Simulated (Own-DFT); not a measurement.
# Which defects push the lattice out? 2H SiC

The numbers are computed, not measured, by runs of the plane-wave DFT program Own-DFT (in-house, retired, unreviewed) at fixed positions, with no spin and no spin-orbit coupling.

Method: PBE; PseudoDojo norm-conserving scalar-relativistic files; cutoff 42 hartree; 4 x 4 x 3 k mesh centred on Gamma; Fermi-Dirac smearing of 0.1 eV.

Keep in mind (not all hold for every row): some atoms lie very close together; not probed for a lower state with spin; forces on such cells passed a denser k mesh, each cell not checked; stress not checked against mesh or cutoff.

All runs share one cell, with vectors in Å (9.248, 0.000, 0.000); (-4.624, 8.009, 0.000); (0.000, 0.000, 10.068) and a volume of 745.7 Å³. Atoms were moved at random from their sites; u is the rms move along one axis. The defect's site can differ from row to row.

```
                                     cell     formula   u (Å)  P (GPa)
                                no defect     C36Si36  0.0307     3.88
                                no defect     C36Si36  0.0589     6.26
                                no defect     C36Si36  0.0630     7.00
one C on a Si site and one Si on a C site     C36Si36  0.0286     7.59
one C on a Si site and one Si on a C site     C36Si36  0.0498     8.54
one C on a Si site and one Si on a C site     C36Si36  0.0518     9.18
one Al on a Si site and one N on a C site  AlC35NSi35  0.0292     3.95
one Al on a Si site and one N on a C site  AlC35NSi35  0.0302     4.11
one Al on a Si site and one N on a C site  AlC35NSi35  0.0498     5.55
                       one Si on a C site     C35Si37  0.0295    10.60
                       one Si on a C site     C35Si37  0.0304    10.77
                       one Si on a C site     C35Si37  0.0485    11.53
                       one Si on a C site     C35Si37  0.0498        ?
                   two N on a C site each   C34N2Si36  0.0307     2.91
                   two N on a C site each   C34N2Si36  0.0507     4.27
                   two N on a C site each   C34N2Si36  0.0511     4.67
```

## Analysis

P = P0 + c u² + a shift for each defect gives P0 = 3.22 GPa, c = 894 ± 67 GPa/Å² and a scatter of 0.23 GPa. The shifts, and each times the cell's volume:

- one Si on a C site: 6.51 ± 0.21 GPa, 30.3 eV
- one C on a Si site and one Si on a C site: 3.44 ± 0.20 GPa, 16.0 eV
- one Al on a Si site and one N on a C site: 0.06 ± 0.21 GPa, 0.3 eV (not resolved)
- two N on a C site each: -1.09 ± 0.20 GPa, -5.1 eV (-2.5 eV for each of its 2 sites)

Positive is outwards. The product with the volume (160.2 GPa Å³ to the eV) is nearly free of the cell's size; divided by the bulk modulus at the cell's pressure it gives the volume that the defect adds. The atoms around the defects weren't relaxed, which would change these numbers.

## Check

Question: what pressure belongs in the blank (one Si on a C site, u = 0.0498 Å)?

The fit gives 11.95 ± 0.28 GPa. The hidden result is 12.05 GPa.
